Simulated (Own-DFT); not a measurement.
# Cleaving wurtzite AlN, m plane (10-10)

The numbers are computed, not measured, by runs of the plane-wave DFT program Own-DFT (in-house, retired, unreviewed) at fixed positions, with no spin and no spin-orbit coupling.

Caveats (not all hold for every row): some atoms lie very close together; k mesh not checked against a denser one.

Both sets of runs: PBE; PseudoDojo norm-conserving scalar-relativistic files; cutoff 42 hartree; Gaussian smearing of 0.01 eV. The slab has 128 atoms in 16 layers, two equal faces of 62.02 Å² as cut, 15 Å of vacuum, a dipole correction along the normal and a 6 x 3 x 1 mesh. The bulk cell has 128 atoms, the same measured lattice constants and a 3 x 3 x 3 mesh. All atoms were moved at random; u is the rms move along one axis. Energies are counted from -174.06 eV for each atom.

| slab run | u (Å) | E (eV, cell) |
|---|---|---|
| 1 | 0.0192 | 19.862 |
| 2 | 0.0196 | 20.099 |
| 3 | 0.0198 | 20.684 |
| 4 | 0.0200 | 20.618 |
| 5 | 0.0204 | 20.652 |
| 6 | 0.0204 | 20.457 |
| 7 | 0.0491 | 28.487 |
| 8 | 0.0500 | 28.694 |
| 9 | 0.0526 | 32.013 |
| 10 | 0.0550 | 30.224 |
| 11 | 0.1025 | 57.778 |
| 12 | 0.1050 | 64.471 |

| bulk run | u (Å) | E (meV/atom) |
|---|---|---|
| 1 | 0.0192 | -2.50 |
| 2 | 0.0193 | -2.21 |
| 3 | 0.0200 | -1.84 |
| 4 | 0.0200 | -1.79 |
| 5 | 0.0205 | -1.72 |
| 6 | 0.0211 | -1.24 |
| 7 | 0.0972 | 306.48 |
| 8 | 0.0993 | 328.49 |
| 9 | 0.0994 | 327.66 |
| 10 | 0.1025 | 334.91 |

Question: what is the energy of the unrelaxed surface?

## Worked answer

Take each set to u = 0 with E = a + b u². Rows are weighted down as u grows, with residuals divided by u² + 0.0006 Å². Slab: a = 18.79 ± 0.15 eV. Bulk: a = -15.6 ± 0.3 meV/atom. The excess is 18.79 - 128 x (-0.0156) = 20.79 ± 0.16 eV. Over two faces that is 168 meV/Å², or 2.69 ± 0.02 J/m². Relaxing the faces would lower the energy, and the unlike meshes and the reach from the smallest u down to zero add errors that aren't counted here.
